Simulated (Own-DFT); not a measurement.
# Computed records: SiC (twinned 3C silicon carbide, atoms displaced), SiC (2H silicon carbide, atoms displaced), GaP (zincblende, strained, atoms displaced)

All values are calculated (Own-DFT development build). A calculation, not a measurement: plane-wave PBE density functional theory by an unreviewed code, no spin, of a simulated periodic cell, stress positive in tension, free energy of the whole cell less one offset for each atom, forces on such cells passed a denser k mesh, this cell's mesh not checked; offsets are fitted by least squares, one for each functional and potential file, so energies compare only between cells with the same atoms and settings and are not formation energies; the far tail of each file's local potential was reset to the Coulomb form; each entry is a single point on an unrelaxed cell, so the pressure reflects the starting lattice, mostly measured values (interpolated for alloys), from which strain is counted, and rises with the displacements; printed positions are rounded, which can move forces by about a meV/angstrom; the program, named Own-DFT, is a retired in-house code; no spin-orbit coupling.

Common to all runs: functional PBE; potential files PseudoDojo norm-conserving, scalar-relativistic, standard set; wave cutoff 42 hartree; occupations Fermi-Dirac; smearing width 0.1 eV.

(1) 
```cif
# cell vector a (Å): 4.3596 -4.3596 0.0000
# cell vector b (Å): 0.0000 4.3596 -4.3596
# cell vector c (Å): 8.7192 8.7192 8.7192
data_SiC
_symmetry_space_group_name_H-M 'P 1'
_symmetry_Int_Tables_number 1
_cell_length_a 6.1654
_cell_length_b 6.1654
_cell_length_c 15.1021
_cell_angle_alpha 90.000
_cell_angle_beta 90.000
_cell_angle_gamma 120.000
_cell_volume 497.15
loop_
_atom_site_label
_atom_site_type_symbol
_atom_site_fract_x
_atom_site_fract_y
_atom_site_fract_z
_atom_site_occupancy
Si1 Si 0.96040 0.96388 0.43965 1
C1 C 0.00827 0.02329 0.05581 1
Si2 Si 0.16525 0.34218 0.11446 1
C2 C 0.16849 0.32436 0.22931 1
Si3 Si 0.35915 0.14575 0.26706 1
C3 C 0.33494 0.16612 0.38885 1
Si4 Si 0.98307 0.48463 0.43175 1
C4 C 0.01158 0.52090 0.05499 1
Si5 Si 0.16781 0.85779 0.11122 1
C5 C 0.17716 0.83729 0.23024 1
Si6 Si 0.32283 0.65284 0.26674 1
C6 C 0.33971 0.67263 0.40264 1
Si7 Si 0.50553 0.96002 0.43420 1
C7 C 0.48679 0.99927 0.06667 1
Si8 Si 0.63421 0.30156 0.09650 1
C8 C 0.67353 0.32757 0.22198 1
Si9 Si 0.82045 0.14485 0.26816 1
C9 C 0.81621 0.18992 0.40098 1
Si10 Si 0.49923 0.52236 0.44507 1
C10 C 0.48608 0.49282 0.06302 1
Si11 Si 0.65810 0.82979 0.10902 1
C11 C 0.69038 0.80491 0.22247 1
Si12 Si 0.82419 0.66478 0.27123 1
C12 C 0.83092 0.66263 0.40214 1
Si13 Si 0.97757 0.00434 0.95267 1
C13 C 0.01688 0.02968 0.57958 1
Si14 Si 0.84434 0.69112 0.59939 1
C14 C 0.82930 0.69315 0.73838 1
Si15 Si 0.63971 0.83446 0.76246 1
C15 C 0.71225 0.84571 0.90478 1
Si16 Si 0.00052 0.50661 0.94311 1
C16 C 0.96942 0.47266 0.55960 1
Si17 Si 0.82189 0.14299 0.59842 1
C17 C 0.84121 0.18829 0.73918 1
Si18 Si 0.66102 0.33636 0.76392 1
C18 C 0.68441 0.31648 0.88855 1
Si19 Si 0.50067 0.99378 0.94594 1
C19 C 0.50548 0.99521 0.56847 1
Si20 Si 0.32681 0.67443 0.60189 1
C20 C 0.32020 0.65975 0.71660 1
Si21 Si 0.12770 0.81759 0.77401 1
C21 C 0.14653 0.84359 0.89900 1
Si22 Si 0.48329 0.47150 0.92809 1
C22 C 0.48969 0.47923 0.55555 1
Si23 Si 0.32151 0.16927 0.61290 1
C23 C 0.32303 0.14761 0.72901 1
Si24 Si 0.17028 0.34044 0.76207 1
C24 C 0.19659 0.35523 0.88952 1
_calc_k_mesh '5 x 5 x 2 centred on Gamma'
_calc_free_energy_of_cell_above_offsets '11.058'  # eV
_calc_pressure 12.45  # GPa
_calc_stress_xx -19.24  # GPa
_calc_stress_yy -7.1  # GPa
_calc_stress_zz -11  # GPa
_calc_stress_yz 0.03  # GPa
_calc_stress_xz -0.9  # GPa
_calc_stress_xy -3.07  # GPa
```

Force:
```csv
element,x (eV/Å),y (eV/Å),z (eV/Å)
Si,5.064,1.01,-5.648
C,6.762,7.104,7.168
Si,-3.28,-2.395,-3.469
C,0.942,1.33,2.184
Si,0.574,4.966,-1.277
C,0.607,1.144,1.861
Si,5.054,3.443,-1.62
C,2.636,3.799,4.619
Si,-3.704,-2.523,0.034
C,-1.441,-0.464,2.296
Si,1.743,-0.412,1.012
C,-6.513,-3.893,2.144
Si,2.614,9.027,-5.432
C,-0.352,-2.201,2.937
Si,4.71,2.738,-5.165
C,0.912,-0.18,0.526
Si,1.836,0.052,-0.956
C,-3.262,-7.343,3.77
Si,-3.159,-5.894,1.612
C,0.352,-0.31,-0.124
Si,-2.32,-3.675,-2.18
C,-2.363,7.302,-2.116
Si,3.881,-3.977,3.961
C,-3.349,-1.421,-0.304
Si,0.669,-8.296,-8.03
C,-4.931,-4.858,0.763
Si,-0.355,-0.126,3.953
C,-5.779,-2.349,0.833
Si,3.766,1.756,-0.013
C,-11.11,2.278,1.996
Si,-2.263,-3.633,-3.505
C,1.91,0.469,-2.65
Si,2.074,5.709,-1.161
C,-3.751,-2.874,-0.205
Si,1.323,1.344,0.892
C,-0.218,3.069,0.964
Si,-2.667,-2.507,-1.727
C,-3.395,-0.128,-0.887
Si,-2.687,-2.433,0.74
C,1.841,3.129,1.861
Si,4.975,-0.988,-0.983
C,1.849,-1.732,0.673
Si,7.125,-0.254,-1.348
C,3.88,4.389,1.116
Si,2.471,-4.058,-2.122
C,1.117,1.395,-0.606
Si,1.579,1.026,2.304
C,-5.364,2.446,1.306
```

(2) 
```cif
# cell vector a (Å): 6.1654 0.0000 0.0000
# cell vector b (Å): -3.0827 5.3394 0.0000
# cell vector c (Å): 0.0000 0.0000 10.0681
data_SiC
_symmetry_space_group_name_H-M 'P 1'
_symmetry_Int_Tables_number 1
_cell_length_a 6.1654
_cell_length_b 6.1654
_cell_length_c 10.0681
_cell_angle_alpha 90.000
_cell_angle_beta 90.000
_cell_angle_gamma 120.000
_cell_volume 331.44
loop_
_atom_site_label
_atom_site_type_symbol
_atom_site_fract_x
_atom_site_fract_y
_atom_site_fract_z
_atom_site_occupancy
Si1 Si 0.00505 0.01058 0.99486 1
Si2 Si 0.16793 0.33015 0.25282 1
C1 C 0.00267 0.99483 0.18723 1
C2 C 0.16914 0.33425 0.43349 1
Si3 Si 0.99161 0.99970 0.49572 1
Si4 Si 0.16133 0.32457 0.74603 1
C3 C 0.00063 0.99942 0.68062 1
C4 C 0.17122 0.33927 0.93671 1
Si5 Si 0.00141 0.49775 0.99963 1
Si6 Si 0.16639 0.82927 0.24608 1
C5 C 0.01012 0.50468 0.19203 1
C6 C 0.16412 0.84079 0.43895 1
Si7 Si 0.00026 0.49425 0.50283 1
Si8 Si 0.16996 0.82994 0.74786 1
C7 C 0.99797 0.49751 0.68756 1
C8 C 0.16687 0.83704 0.94067 1
Si9 Si 0.49912 0.99908 0.00014 1
Si10 Si 0.66657 0.32607 0.25360 1
C9 C 0.50387 0.99816 0.18834 1
C10 C 0.67318 0.33837 0.44190 1
Si11 Si 0.49599 0.00281 0.50038 1
Si12 Si 0.65604 0.33125 0.74935 1
C11 C 0.51506 0.00893 0.68892 1
C12 C 0.66291 0.33095 0.93378 1
Si13 Si 0.50215 0.49991 0.00143 1
Si14 Si 0.65632 0.83946 0.24845 1
C13 C 0.49252 0.49286 0.18485 1
C14 C 0.65974 0.82485 0.43486 1
Si15 Si 0.49301 0.50287 0.50265 1
Si16 Si 0.66695 0.83099 0.74608 1
C15 C 0.50335 0.51096 0.68740 1
C16 C 0.67185 0.83577 0.93470 1
_calc_hardware 'one NVIDIA H100'
_calc_k_mesh '5 x 5 x 3 centred on Gamma'
_calc_free_energy_of_cell_above_offsets '-4.667'  # eV
_calc_pressure 3.72  # GPa
_calc_stress_xx -2.16  # GPa
_calc_stress_yy -3.38  # GPa
_calc_stress_zz -5.63  # GPa
_calc_stress_yz -0.51  # GPa
_calc_stress_xz -0.81  # GPa
_calc_stress_xy 0.74  # GPa
_calc_wall_time 116  # s
```

Force:
```csv
element,x (eV/Å),y (eV/Å),z (eV/Å)
Si,-0.018,-0.903,1.141
Si,0.045,-0.273,-1.464
C,-1.221,0.535,-0.227
C,-0.471,-0.22,1.544
Si,0.572,-0.133,-0.275
Si,-0.103,1.051,0.598
C,0.3,-0.42,0.997
C,0.031,-0.134,-0.609
Si,-0.628,0.407,0.164
Si,-0.293,0.738,1.221
C,-0.774,-1.546,-0.963
C,0.638,-0.965,-0.393
Si,-0.261,1.293,-0.8
Si,-0.077,0.475,0.202
C,0.017,-0.147,0.396
C,0.208,-0.432,-0.876
Si,0.41,0.117,-0.57
Si,-0.315,1.475,-0.394
C,-1.445,0.795,-0.648
C,-0.872,-0.522,-0.351
Si,0.411,-0.14,-0.133
Si,1.147,0.884,-0.132
C,-1.438,-1.148,-0.534
C,0.325,0.21,1.095
Si,0.07,0.308,-0.668
Si,2.999,-1.918,0.035
C,0.847,0.621,1.059
C,-0.803,1.133,0.36
Si,1.221,-0.456,-0.866
Si,0.297,1.227,0.925
C,-0.446,-1.762,-0.143
C,-0.373,-0.149,0.311
```

(3) 
```cif
# cell vector a (Å): 10.8620 0.0000 0.0000
# cell vector b (Å): 0.0000 10.8620 0.0000
# cell vector c (Å): 0.0000 0.0000 10.9439
data_GaP
_symmetry_space_group_name_H-M 'P 1'
_symmetry_Int_Tables_number 1
_cell_length_a 10.8620
_cell_length_b 10.8620
_cell_length_c 10.9439
_cell_angle_alpha 90.000
_cell_angle_beta 90.000
_cell_angle_gamma 90.000
_cell_volume 1291.19
loop_
_atom_site_label
_atom_site_type_symbol
_atom_site_fract_x
_atom_site_fract_y
_atom_site_fract_z
_atom_site_occupancy
Ga1 Ga 0.00449 0.00091 0.00298 1
Ga2 Ga 0.00160 0.24945 0.24775 1
Ga3 Ga 0.25120 0.00161 0.24389 1
Ga4 Ga 0.25178 0.25573 0.99495 1
P1 P 0.12569 0.12905 0.12815 1
P2 P 0.12483 0.37946 0.37438 1
P3 P 0.37808 0.12554 0.37749 1
P4 P 0.37814 0.37522 0.12103 1
Ga5 Ga 0.99852 0.99852 0.49943 1
Ga6 Ga 0.99892 0.24618 0.74785 1
Ga7 Ga 0.25805 0.99863 0.74826 1
Ga8 Ga 0.25516 0.25371 0.50339 1
P5 P 0.12083 0.13051 0.62632 1
P6 P 0.12917 0.37559 0.87983 1
P7 P 0.37001 0.12716 0.87415 1
P8 P 0.37527 0.37750 0.62640 1
Ga9 Ga 0.99832 0.50407 0.00067 1
Ga10 Ga 0.00019 0.74966 0.24963 1
Ga11 Ga 0.24785 0.50290 0.24877 1
Ga12 Ga 0.24819 0.75352 0.00190 1
P9 P 0.12322 0.62598 0.12918 1
P10 P 0.12359 0.87620 0.37206 1
P11 P 0.37987 0.62523 0.37573 1
P12 P 0.37383 0.87268 0.12521 1
Ga13 Ga 0.00122 0.50130 0.50024 1
Ga14 Ga 0.00063 0.75166 0.75356 1
Ga15 Ga 0.25065 0.50348 0.74552 1
Ga16 Ga 0.25222 0.74938 0.50035 1
P13 P 0.12338 0.62243 0.63067 1
P14 P 0.12845 0.87773 0.87207 1
P15 P 0.37698 0.62349 0.87547 1
P16 P 0.37353 0.87579 0.62578 1
Ga17 Ga 0.49948 0.99997 0.00052 1
Ga18 Ga 0.49294 0.25595 0.25381 1
Ga19 Ga 0.75387 0.00442 0.24860 1
Ga20 Ga 0.74894 0.25226 0.99858 1
P17 P 0.62165 0.12876 0.12340 1
P18 P 0.62797 0.37329 0.37211 1
P19 P 0.87689 0.12549 0.37556 1
P20 P 0.87315 0.37165 0.12251 1
Ga21 Ga 0.50168 0.00092 0.49557 1
Ga22 Ga 0.50365 0.25369 0.75160 1
Ga23 Ga 0.74520 0.00018 0.75070 1
Ga24 Ga 0.74812 0.25187 0.49974 1
P21 P 0.62438 0.12382 0.61898 1
P22 P 0.62269 0.37389 0.87287 1
P23 P 0.87578 0.12744 0.87364 1
P24 P 0.87759 0.37631 0.62299 1
Ga25 Ga 0.50029 0.49855 0.00008 1
Ga26 Ga 0.50063 0.75214 0.24757 1
Ga27 Ga 0.75058 0.49754 0.24786 1
Ga28 Ga 0.75303 0.75087 0.00069 1
P25 P 0.62543 0.62604 0.12524 1
P26 P 0.62780 0.87895 0.37180 1
P27 P 0.87650 0.62287 0.37372 1
P28 P 0.87913 0.87065 0.12644 1
Ga29 Ga 0.50238 0.50144 0.49740 1
Ga30 Ga 0.49590 0.75100 0.75467 1
Ga31 Ga 0.74796 0.50337 0.75374 1
Ga32 Ga 0.75344 0.74950 0.49363 1
P29 P 0.62624 0.62105 0.62668 1
P30 P 0.62619 0.87565 0.87617 1
P31 P 0.87320 0.62563 0.87012 1
P32 P 0.87222 0.87715 0.62393 1
_calc_hardware 'one NVIDIA H100'
_calc_k_mesh '3 x 3 x 3 centred on Gamma'
_calc_free_energy_of_cell_above_offsets '-35.110'  # eV
_calc_pressure 3.12  # GPa
_calc_stress_xx -3.31  # GPa
_calc_stress_yy -3.32  # GPa
_calc_stress_zz -2.75  # GPa
_calc_stress_yz -0.06  # GPa
_calc_stress_xz -0.29  # GPa
_calc_stress_xy 0.12  # GPa
_calc_wall_time 502.6  # s
```

Force:
```csv
element,x (eV/Å),y (eV/Å),z (eV/Å)
Ga,-0.275,0.044,-0.283
Ga,-0.28,0.355,0.549
Ga,0.005,0.036,0.756
Ga,-0.047,-0.603,0.802
P,0.457,-0.027,-0.784
P,0.271,-0.524,0.017
P,-0.761,0.002,-0.359
P,-0.676,0.286,0.516
Ga,0.26,0.254,0.162
Ga,0.038,0.966,0.535
Ga,-1.076,0.672,-0.141
Ga,-0.681,-0.214,-0.281
P,1.007,-0.998,-0.534
P,-0.898,0.591,-1.041
P,0.964,-0.127,0.033
P,0.511,0.096,-0.127
Ga,0.073,-0.351,-0.089
Ga,0.034,-0.103,0.452
Ga,0.57,-0.257,0.097
Ga,-0.046,-0.595,-0.323
P,0.127,0.166,-0.693
P,0.457,-0.065,0.288
P,-0.437,0.161,-0.331
P,0.23,0.381,-0.166
Ga,-0.021,0.003,0.056
Ga,-0.152,0.257,-0.493
Ga,0.103,-0.489,0.857
Ga,-0.493,-0.084,-0.041
P,-0.048,0.757,-0.795
P,-0.13,0.014,0.339
P,-0.572,0.166,0.32
P,0.72,-0.185,-0.541
Ga,-0.141,0.195,-0.116
Ga,0.654,-0.463,-0.333
Ga,-0.184,-0.034,-0.342
Ga,-0.145,-0.386,-0.178
P,0.109,-0.068,0.366
P,-0.402,0.339,0.213
P,-0.073,0.286,-0.056
P,0.348,0.461,0.105
Ga,-0.072,-0.426,0.345
Ga,-0.584,-0.751,-0.597
Ga,0.399,0.276,-0.179
Ga,0.499,-0.127,-0.009
P,-0.092,0.316,0.756
P,0.572,0.477,0.472
P,-0.263,-0.535,0.35
P,-0.498,0.013,0.434
Ga,0.306,0.306,-0.109
Ga,0.189,-0.057,0.365
Ga,0.086,0.166,-0.02
Ga,-0.149,-0.127,-0.082
P,0.095,-0.145,-0.203
P,-0.08,-0.37,-0.075
P,0,-0.012,-0.172
P,-0.311,0.741,-0.284
Ga,0.187,-0.407,0.282
Ga,0.594,-0.112,-0.488
Ga,0.178,-0.761,-0.612
Ga,-0.432,-0.048,0.577
P,-0.232,0.979,-0.322
P,-0.269,-0.12,0.112
P,0.282,0.179,0.815
P,0.198,-0.372,0.226
```
